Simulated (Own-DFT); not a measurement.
# Response to strain: diamond-structure GeSn with randomly placed atoms, 64 atoms (Ge60Sn4)

These are calculations, not measurements. They come from Own-DFT, an in-house plane-wave density functional program, since retired, whose code no person has reviewed. Each row is one single-point run on a periodic cell that was not relaxed, without spin or spin-orbit coupling.

Settings of every run: PBE; PseudoDojo norm-conserving scalar-relativistic files; cutoff 49 hartree; 3 x 3 x 3 k mesh centred on Gamma; Fermi-Dirac smearing of 0.1 eV.

Known limits: forces on such cells moved up to 12 meV/angstrom on a denser k mesh; stress not checked against mesh or cutoff.

Unstrained cell vectors in Å: (11.420, 0.000, 0.000); (0.000, 11.420, 0.000); (0.000, 0.000, 11.420). The unstrained cell has measured lattice constants (interpolated for alloys), not those of this functional. That, the random moves and any unrelaxed bonds set the pressure at no strain. Each run strains this cell uniformly, with the atoms carried along. Every atom was also moved at random, by a Gaussian of width 0.05 Å on each axis. The random placing of the alloy's atoms differs from row to row. Strain is the symmetric tensor, in per cent. Stress is positive in tension, and the pressure is minus a third of its trace.

```
run,e_xx (%),e_yy (%),e_zz (%),s_xx (GPa),s_yy (GPa),s_zz (GPa),P (GPa),E (meV/atom)
1,2.00,2.00,0.00,-1.56,-1.60,-2.77,1.98,10.0
2,0.50,0.50,0.00,-4.01,-3.87,-4.25,4.05,24.4
3,-0.75,-0.75,0.00,-6.21,-6.17,-5.88,6.09,52.1
4,-2.00,-2.00,0.00,-8.67,-8.66,-7.51,8.28,77.7
5,-0.25,-0.25,0.00,-5.39,-5.32,-5.00,5.23,38.5
6,-1.25,-1.25,0.00,-7.21,-7.08,-6.33,6.87,56.7
7,2.25,2.25,0.00,-1.10,-1.12,-2.35,1.52,0.0
8,2.50,2.50,0.00,-1.08,-0.90,-2.36,1.45,15.8
9,0.25,0.25,0.00,?,?,?,?,?
```

E is the free energy for each atom above the lowest run shown.

## Worked fit

The change of volume is close to e_xx + e_yy + e_zz. A straight line through the runs shown gives P = 5.02 - 76 x (fractional change of volume) GPa, with an error of 2 on the slope and a scatter of 0.19 GPa. The strain isn't the same on all axes, but the crystal is cubic, so the slope still estimates the bulk modulus, averaged over pressures from 1.4 to 8.3 GPa.

## Withheld run

Question: what pressure should run 9 give? Its volume changes by 0.50 %.

The line gives 4.6 GPa. The calculation gave 4.86 GPa.
